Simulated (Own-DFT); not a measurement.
# Cleaving wurtzite AlN, m plane (10-10)

No measurement is shown. These are fixed-geometry runs of a retired plane-wave code named Own-DFT, which no person has reviewed; spin and spin-orbit coupling are neglected.

Caveats (not all hold for every row): some atoms lie very close together; forces not confirmed at this smearing and k mesh; k mesh not checked against a denser one.

Both sets of runs: PBE; PseudoDojo norm-conserving scalar-relativistic files; cutoff 42 hartree; Gaussian smearing of 0.01 eV. The slab has 128 atoms in 16 layers, two equal faces of 62.02 Å² as cut, 15 Å of vacuum, a dipole correction along the normal and a 6 x 3 x 1 mesh. The bulk cell has 72 atoms, the same measured lattice constants and a 4 x 4 x 3 mesh. All atoms were moved at random; u is the rms move along one axis. Energies are counted from -174.06 eV for each atom.

```
slab run   u (Å)  E (eV, cell)
       1  0.0197        20.513
       2  0.0206        20.696
       3  0.0479        27.717
       4  0.0487        28.015
       5  0.0493        27.969
       6  0.0498        28.644
       7  0.0508        28.393
       8  0.0515        28.591
       9  0.0515        29.441
      10  0.0956        50.814
      11  0.0992        56.505
      12  0.1069        65.731
```

| bulk run | u (Å) | E (meV/atom) |
|---|---|---|
| 1 | 0.0190 | -3.65 |
| 2 | 0.0202 | -2.12 |
| 3 | 0.0202 | -1.30 |
| 4 | 0.0922 | 260.30 |
| 5 | 0.0933 | 258.78 |
| 6 | 0.0947 | 289.02 |
| 7 | 0.0981 | 286.21 |
| 8 | 0.0987 | 315.07 |
| 9 | 0.1004 | 283.48 |
| 10 | 0.1042 | 348.47 |

Question: what is the energy of the unrelaxed surface?

## Worked answer

Take each set to u = 0 with E = a + b u². Rows are weighted down as u grows, with residuals divided by u² + 0.0006 Å². Slab: a = 19.05 ± 0.12 eV. Bulk: a = -15.0 ± 0.8 meV/atom. The excess is 19.05 - 128 x (-0.0150) = 20.97 ± 0.16 eV. Over two faces that is 169 meV/Å², or 2.71 ± 0.02 J/m². Relaxing the faces would lower the energy, and the unlike meshes and the reach from the smallest u down to zero add errors that aren't counted here.
